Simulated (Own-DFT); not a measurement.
# Shaking the atoms of zincblende GaP, 96 atoms (Ga48P48)

These are calculations, not measurements. The program, named Own-DFT, is a retired in-house plane-wave density functional code that no person has reviewed. Each row is one single-point run on a periodic cell that was not relaxed, without spin or spin-orbit coupling.

Settings of every run: PBE; PseudoDojo norm-conserving scalar-relativistic files; cutoff 42 hartree; 2 x 3 x 3 k mesh centred on Gamma; Fermi-Dirac smearing of 0.1 eV.

Known limits, some of them of some rows only: some atoms lie very close together; forces on such cells moved up to 12 meV/angstrom on a denser k mesh; forces on such cells passed a denser k mesh, each cell not checked; stress not checked against mesh or cutoff.

Cell vectors in Å: (16.352, 0.000, 0.000); (0.000, 10.901, 0.000); (0.000, 0.000, 10.901). In each run every atom was moved at random and independently from its ideal site; u is the rms move along one axis. E is the free energy for each atom above the fitted value at u = 0, and F the rms of the force components.

| run | u (Å) | E (meV/atom) | F (eV/Å) | largest force (eV/Å) | P (GPa) |
|---|---|---|---|---|---|
| 1 | 0.0191 | 6.6 | 0.284 | 0.98 | 2.72 |
| 2 | 0.0202 | 6.4 | 0.275 | 1.01 | 2.71 |
| 3 | 0.0207 | ? | ? | ? | ? |
| 4 | 0.0497 | 38.1 | 0.657 | 2.01 | 3.19 |
| 5 | 0.0520 | 49.7 | 0.783 | 2.76 | 3.35 |
| 6 | 0.0521 | 46.6 | 0.735 | 2.90 | 3.28 |
| 7 | 0.0912 | 135.5 | 1.312 | 5.16 | 4.49 |
| 8 | 0.0965 | 143.9 | 1.288 | 5.20 | 4.39 |
| 9 | 0.1017 | 195.0 | 1.713 | 8.38 | 5.58 |
| 10 | 0.1477 | 356.7 | 2.637 | 19.37 | 7.25 |
| 11 | 0.2023 | 683.2 | 3.487 | 14.71 | 12.58 |

## Worked fit

For small independent moves the energy grows as E = (3/2) K u², with K the mean stiffness felt by one atom. The runs with u up to 0.11 Å give K = 11.3 ± 0.4 eV/Å², with residuals divided by u² + 0.0006 Å², since the noise grows with the moves. The scatter is 3.8 meV/atom at u = 0.05 Å. The forces follow F = G u with G = 14.5 eV/Å²; no force at u = 0 is resolved. G exceeds K because the moves of its neighbours add to the force on an atom, and stiffness differs between atoms. At u = 0.202 Å the parabola gives 693 meV/atom and the run 683. The pressure follows P = 2.61 + 240 u² GPa: at fixed volume, shortened bonds push harder than stretched ones pull.

## Withheld run

Question: what energy and rms force should run 3 give?

The fit gives 7 ± 1 meV/atom and about 0.30 eV/Å. The calculation gave 7.3 meV/atom and 0.297 eV/Å.
